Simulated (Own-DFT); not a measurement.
AlN (wurtzite, atoms displaced) (calculated)

A calculation, not a measurement: plane-wave PBE density functional theory by an unreviewed code, no spin, of a simulated periodic cell, stress positive in tension, free energy of the whole cell less one offset for each atom, forces on such cells passed a denser k mesh, this cell's mesh not checked; offsets are fitted by least squares, one for each functional and potential file, so energies compare only between cells with the same atoms and settings and are not formation energies; the far tail of each file's local potential was reset to the Coulomb form; each entry is a single point on an unrelaxed cell, so the pressure reflects the starting lattice, mostly measured values (interpolated for alloys), from which strain is counted, and rises with the displacements; printed positions are rounded, which can move forces by about a meV/angstrom; the program, named Own-DFT, is a retired in-house code; no spin-orbit coupling. Program: Own-DFT development build.

Entry: AlN (wurtzite, atoms displaced)

```xyz
128
Lattice="12.4480 0.0000 0.0000 -6.2240 10.7803 0.0000 0.0000 0.0000 9.9640" Properties=species:S:1:pos:R:3 AlN
Al    -0.0221     1.9667     0.1741
Al     1.5263     0.9834     2.4113
N     -0.0349     1.8098     1.9742
N      1.5630     1.0091     4.3234
Al    -0.0745     1.7285     4.8577
Al     1.6430     1.0803     7.4819
N     -0.1636     1.7024     6.9514
N      1.6037     0.8661     9.2983
Al    -1.5387     4.5241     0.0242
Al     0.3357     3.5620     2.5292
N     -1.4839     4.5479     1.7879
N      0.1147     3.5137     4.3869
Al    -1.7471     4.4569     4.9332
Al     0.0341     3.6593     7.6668
N     -1.6492     4.6026     6.9349
N     -0.0374     3.5182     9.3855
Al    -3.1648     7.3042     9.9584
Al    -1.6113     6.2489     2.3721
N     -2.8772     7.2922     1.8408
N     -1.7179     6.2700     4.4924
Al    -3.1140     7.3016     4.9831
Al    -1.6281     6.1421     7.3978
N     -3.1072     7.2392     6.9547
N     -1.5647     6.3050     9.3257
Al    -4.6413     9.9012     0.0154
Al    -3.0370     9.1539     2.4184
N     -4.5245     9.9273     1.9197
N     -3.2449     8.7988     4.2283
Al    -4.7874     9.7435     4.9525
Al    -3.1672     9.0132     7.5457
N     -4.5740    10.0095     6.8076
N     -3.1183     8.8916     9.3378
Al     3.2136     1.7516     0.0381
Al     4.6962     1.1078     2.4294
N      3.1183     1.6750     1.9769
N      4.6205     0.8006     4.3989
Al     3.0068     1.8491     5.0905
Al     4.7731     0.8206     7.3731
N      3.1386     1.9280     6.9522
N      4.6178     0.9921     9.2460
Al     1.5801     4.5368     0.0470
Al     3.1413     3.5986     2.5128
N      1.6538     4.5698     1.9990
N      3.2739     3.6419     4.4145
Al     1.4760     4.4438     4.9868
Al     3.1355     3.5564     7.5075
N      1.5179     4.4671     6.8907
N      3.1201     3.3973     9.2123
Al     0.0732     7.1593     0.2127
Al     1.5336     6.2781     2.3188
N      0.1712     7.1170     2.0410
N      1.4012     6.3579     4.4175
Al     0.1427     7.1897     5.1010
Al     1.6964     6.4712     7.5460
N     -0.0653     7.1687     6.8835
N      1.6464     6.3518     9.3865
Al    -1.6581     9.8246     0.0600
Al     0.0193     9.1360     2.2480
N     -1.5891     9.8690     1.9823
N      0.0207     8.7160     4.3793
Al    -1.4165     9.8294     5.0460
Al    -0.0128     9.0633     7.3157
N     -1.7264     9.9316     6.8745
N     -0.0314     8.8940     9.4859
Al     6.1391     2.0036     9.9497
Al     7.8743     0.8852     2.3411
N      6.1699     1.6846     1.8678
N      7.8826     1.0007     4.3819
Al     6.2392     1.9380     5.2278
Al     8.0257     0.9956     7.6501
N      6.1186     1.9360     6.9197
N      7.7023     0.7833     9.4395
Al     4.6320     4.6491     0.0352
Al     6.2197     3.6751     2.5003
N      4.7111     4.4644     2.0072
N      6.2359     3.6929     4.4656
Al     4.7252     4.5664     5.0094
Al     5.8241     3.5692     7.5565
N      4.7326     4.4951     6.9536
N      6.2923     3.7461     9.2194
Al     3.0056     6.9996     9.8905
Al     4.6647     6.2581     2.4370
N      3.2837     7.3855     1.9517
N      4.6598     6.5217     4.2321
Al     3.1182     7.1820     4.9660
Al     4.7034     6.2788     7.4629
N      3.2067     7.0890     6.8428
N      4.5776     6.1804     9.3172
Al     1.6787     9.8927     9.9511
Al     3.1539     8.9753     2.4859
N      1.5630     9.7434     1.9304
N      3.0652     9.0204     4.3914
Al     1.5738     9.7479     5.0781
Al     3.0805     9.0194     7.3455
N      1.5387     9.6064     6.7243
N      3.3028     8.9536     9.2826
Al     9.4270     1.9583     9.9403
Al    10.7843     0.9340     2.5429
N      9.3539     1.7089     1.8966
N     10.9497     0.9463     4.4107
Al     9.3212     1.7888     5.0862
Al    10.9888     0.8819     7.4043
N      9.5848     1.8063     6.8617
N     10.9007     0.7850     9.5758
Al     7.9048     4.5859     0.0769
Al     9.2875     3.6103     2.6725
N      7.7174     4.4609     1.9262
N      9.2485     3.6838     4.4557
Al     7.9050     4.4893     5.0521
Al     9.4782     3.5964     7.5611
N      7.9762     4.6102     6.9534
N      9.4086     3.6877     9.3456
Al     6.2391     7.2789     9.8912
Al     7.6404     6.2579     2.6446
N      6.0638     7.1465     1.9254
N      7.8432     6.5211     4.4043
Al     6.2698     7.1568     5.1984
Al     7.6076     6.4492     7.6099
N      6.2275     7.1110     6.9203
N      7.7589     6.5295     9.4676
Al     4.6465     9.9838     0.0283
Al     6.2012     8.9337     2.4899
N      4.7981     9.9094     1.9745
N      6.3157     8.9058     4.4604
Al     4.5619     9.8886     4.9501
Al     6.0775     9.0259     7.4640
N      4.7001     9.8226     6.9989
N      6.3637     8.9743     9.3714
```

* functional: PBE
* potential files: PseudoDojo norm-conserving, scalar-relativistic, standard set
* wave cutoff: 42 hartree
* occupations: Fermi-Dirac
* smearing width: 0.1 eV
* hardware: one NVIDIA H100
* k mesh: 2 x 2 x 2 centred on Gamma
* free energy of cell above offsets: -22.206 eV
* pressure: 12.69 GPa
* stress xx: -15.51 GPa
* stress yy: -12.07 GPa
* stress zz: -10.49 GPa
* stress yz: 2 GPa
* stress xz: -0.79 GPa
* stress xy: -0.01 GPa
* wall time: 410.6 s

Force:
| element | x (eV/Å) | y (eV/Å) | z (eV/Å) |
| --- | --- | --- | --- |
| Al | 0.428 | -5.252 | -1.782 |
| Al | 0.262 | -2.91 | 1.996 |
| N | 0.162 | 1.059 | -0.069 |
| N | -1.025 | -1.32 | 0.334 |
| Al | 4.222 | 1.85 | 2.787 |
| Al | -2.263 | -2.502 | -0.514 |
| N | 7.563 | 5.087 | -2.358 |
| N | -0.421 | 1.387 | 2.7 |
| Al | 0.39 | 1.752 | -1.351 |
| Al | -5.489 | -0.32 | 1.243 |
| N | -0.305 | -2.683 | 3.081 |
| N | -2.994 | 0.165 | -0.745 |
| Al | 4.956 | 3.138 | 1.955 |
| Al | -1.057 | -0.677 | -5.129 |
| N | 2.812 | -7.819 | -2.582 |
| N | 1.025 | 3.347 | 2.478 |
| Al | 2.697 | -3.058 | 1.318 |
| Al | 2.222 | 0.813 | 3.378 |
| N | -3.869 | 0.638 | -0.875 |
| N | 2.379 | -1.35 | -1.613 |
| Al | 1.131 | -2.455 | 2.415 |
| Al | 0.226 | 8.405 | 2.313 |
| N | -1.392 | 0.261 | -0.358 |
| N | 0.813 | -0.648 | 1.142 |
| Al | 0.526 | 0.346 | -0.188 |
| Al | -2.091 | -4.534 | 3.106 |
| N | -3.783 | 0.71 | -1.372 |
| N | 1.08 | 5.757 | 0.561 |
| Al | 5.999 | 3.598 | 0.822 |
| Al | -0.517 | -0.8 | -1.831 |
| N | -1.956 | -0.648 | 0.865 |
| N | -0.042 | 4.572 | 0.712 |
| Al | -2.683 | -0.564 | -0.501 |
| Al | -1.412 | -5.126 | 4.192 |
| N | -0.69 | 4.156 | -2.436 |
| N | 1.123 | 2.156 | 0.763 |
| Al | 1.904 | -0.887 | -1.503 |
| Al | -2.71 | 1.911 | 1.372 |
| N | 1.023 | -2.606 | -2.113 |
| N | 2.452 | -1.819 | 1.282 |
| Al | 0.249 | -1.664 | -1.665 |
| Al | 1.201 | -1.044 | 1.432 |
| N | 1.714 | -1.624 | -3.127 |
| N | -2.476 | -0.34 | -0.214 |
| Al | 2.228 | 2.427 | 1.192 |
| Al | -1.367 | 3.204 | -2.775 |
| N | 1.06 | 0.786 | 1.162 |
| N | -0.142 | 3.788 | 5.919 |
| Al | -2.392 | 0.272 | -3.001 |
| Al | 5.279 | 1.407 | 5.306 |
| N | -5.806 | 3.149 | -2.726 |
| N | 6.171 | -4.084 | -2.038 |
| Al | -5.445 | -1.981 | 0.517 |
| Al | -3.884 | -2.539 | -2.08 |
| N | 1.677 | 0.557 | 1.968 |
| N | -6.526 | -4.217 | -0.783 |
| Al | 1.586 | 0.681 | -0.951 |
| Al | -2.283 | -4.031 | 3.33 |
| N | 3.305 | 3.717 | -2.778 |
| N | -0.055 | 6.749 | -0.94 |
| Al | -2.39 | -0.731 | -2.798 |
| Al | -3.08 | -3.15 | 2.934 |
| N | 3.326 | -1.161 | -0.127 |
| N | 1.095 | 1.781 | -0.59 |
| Al | 0.276 | -2.252 | -0.664 |
| Al | -3.017 | -1.331 | 2.359 |
| N | 4.107 | 3.722 | -1.505 |
| N | -2.037 | -1.438 | 0.44 |
| Al | 0.003 | -1.498 | -6.279 |
| Al | -2.063 | -0.159 | -1.808 |
| N | 2.525 | -2.244 | 2.778 |
| N | 1.099 | 4.019 | -0.679 |
| Al | 0.962 | -5.495 | 0.64 |
| Al | 0.28 | -2.761 | 1.895 |
| N | -1.714 | 0.502 | -2.671 |
| N | 1.163 | -0.396 | -0.835 |
| Al | -0.412 | 1.191 | -0.2 |
| Al | 9.419 | -3.401 | 1.502 |
| N | -7.368 | 5.362 | -4.488 |
| N | -0.096 | -0.141 | 4.92 |
| Al | 8.409 | 6.876 | 3.635 |
| Al | -1.367 | 0.926 | 1.102 |
| N | -2.547 | -6.312 | -3.245 |
| N | 1.005 | -2.718 | 3.597 |
| Al | -1.32 | -0.442 | -1.201 |
| Al | -0.584 | -0.825 | 0.425 |
| N | 0.147 | 2.267 | -0.174 |
| N | 0.802 | 4.128 | -0.474 |
| Al | -0.932 | -3.411 | 0.404 |
| Al | 0.269 | 2.844 | 1.239 |
| N | 3.558 | 3.743 | -1.646 |
| N | 1.053 | -0.635 | 0.171 |
| Al | -1.873 | 1.846 | -6.893 |
| Al | 2.078 | -2.111 | 2.261 |
| N | 0.817 | 3.46 | 5.1 |
| N | -2.917 | -0.509 | 0.191 |
| Al | -0.136 | -2.664 | 1.193 |
| Al | 2.997 | -1.463 | -0.078 |
| N | -0.397 | 3.697 | -1.026 |
| N | -4.493 | -1.984 | -0.7 |
| Al | 0.896 | 0.488 | -1.912 |
| Al | -3.017 | -4.117 | 3.923 |
| N | -3.709 | 0.355 | 1.974 |
| N | -0.14 | 7.482 | -2.995 |
| Al | -1.457 | 1.061 | -2.022 |
| Al | 1.039 | -0.115 | -3.366 |
| N | 1.845 | 0.578 | 0.153 |
| N | 1.661 | -4.829 | -1.571 |
| Al | -4.498 | 3.896 | 2.84 |
| Al | -2.349 | 1.274 | -1.997 |
| N | -1.667 | -0.716 | -0.214 |
| N | -0.923 | -1.249 | 1.874 |
| Al | -2.33 | -0.658 | 2.729 |
| Al | 1.239 | 1.898 | -1.824 |
| N | 3.859 | 0.833 | -2.007 |
| N | -2.614 | -4.042 | 0.709 |
| Al | -0.217 | 0.555 | -5.333 |
| Al | 6.907 | -3.375 | -0.187 |
| N | -3.498 | 2.8 | 1.361 |
| N | -0.037 | -3.984 | -0.471 |
| Al | 1.784 | -5.862 | 1.578 |
| Al | 2.196 | -0.273 | 1.048 |
| N | -2.511 | 0.874 | -0.374 |
| N | -5.973 | -0.717 | -1.327 |
| Al | 2.698 | -0.321 | 0.2 |
| Al | 6.323 | -1.344 | 1.528 |
| N | -4.305 | 2.753 | -3.544 |
| N | -2.643 | 1.284 | -0.723 |
